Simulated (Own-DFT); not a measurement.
# Biaxial strain at fixed height in wurtzite GaN, 72 atoms (Ga36N36)

No measurement is shown. These are fixed-geometry runs of a retired plane-wave code named Own-DFT, which no person has reviewed; spin and spin-orbit coupling are neglected.

Method: PBE; PseudoDojo norm-conserving scalar-relativistic files; cutoff 42 hartree; 4 x 4 x 3 k mesh centred on Gamma; Fermi-Dirac smearing of 0.1 eV.

Limits: forces not confirmed at this smearing and k mesh; stress not checked against mesh or cutoff.

Unstrained cell vectors in Å: (9.567, 0.000, 0.000); (-4.784, 8.285, 0.000); (0.000, 0.000, 10.370). The unstrained cell has measured lattice constants (interpolated for alloys), not those of this functional. That, the random moves and any unrelaxed bonds set the pressure at no strain. Each run strains x and y alike by e, as a substrate would, and holds the height along z. Each atom got a random Gaussian move of width 0.05 Å along each axis. Stress is positive in tension.

| e (%) | u (Å) | (s_xx + s_yy)/2 (GPa) | s_zz (GPa) |
|---|---|---|---|
| -2.75 | 0.052 | -26.23 | -11.73 |
| -0.50 | 0.050 | -10.95 | -7.42 |
| -0.25 | 0.048 | -9.12 | -7.20 |
| 0.50 | 0.050 | -4.47 | -7.35 |
| 0.75 | 0.054 | -3.69 | -6.36 |
| 1.00 | 0.053 | -2.42 | -5.77 |
| 1.25 | 0.051 | -1.10 | -6.75 |
| 2.00 | 0.051 | ? | ? |
| 2.50 | 0.053 | 3.56 | -4.20 |
| 3.00 | 0.048 | 6.07 | -3.99 |

## What the rows give

With e as a fraction, the in-plane stress is -7.7 + 568 e - 3961 e² GPa (errors 7 and 332, scatter 0.33), and s_zz is -7.5 + 129 e GPa (slope ± 13, scatter 0.62). At e = 0 the first slope is C11 + C12 and the second 2 C13, both with the ions held to the strained lattice and at the cell's own pressure. The term in e² is negative: the layer stiffens under compression and softens under tension. A free layer would change its height as e changes, and the in-plane slope would drop by 2 C13²/C33 to the biaxial modulus. At fixed height, a misfit of 1 % moves the in-plane stress by about 5.7 GPa and s_zz by 1.3 GPa.

## Test on the hidden row

The question: what are the two stresses at e = 2.00 %?

The fitted form gives 2.1 and -5.0 GPa. The run itself gave 2.31 and -6.06 GPa.
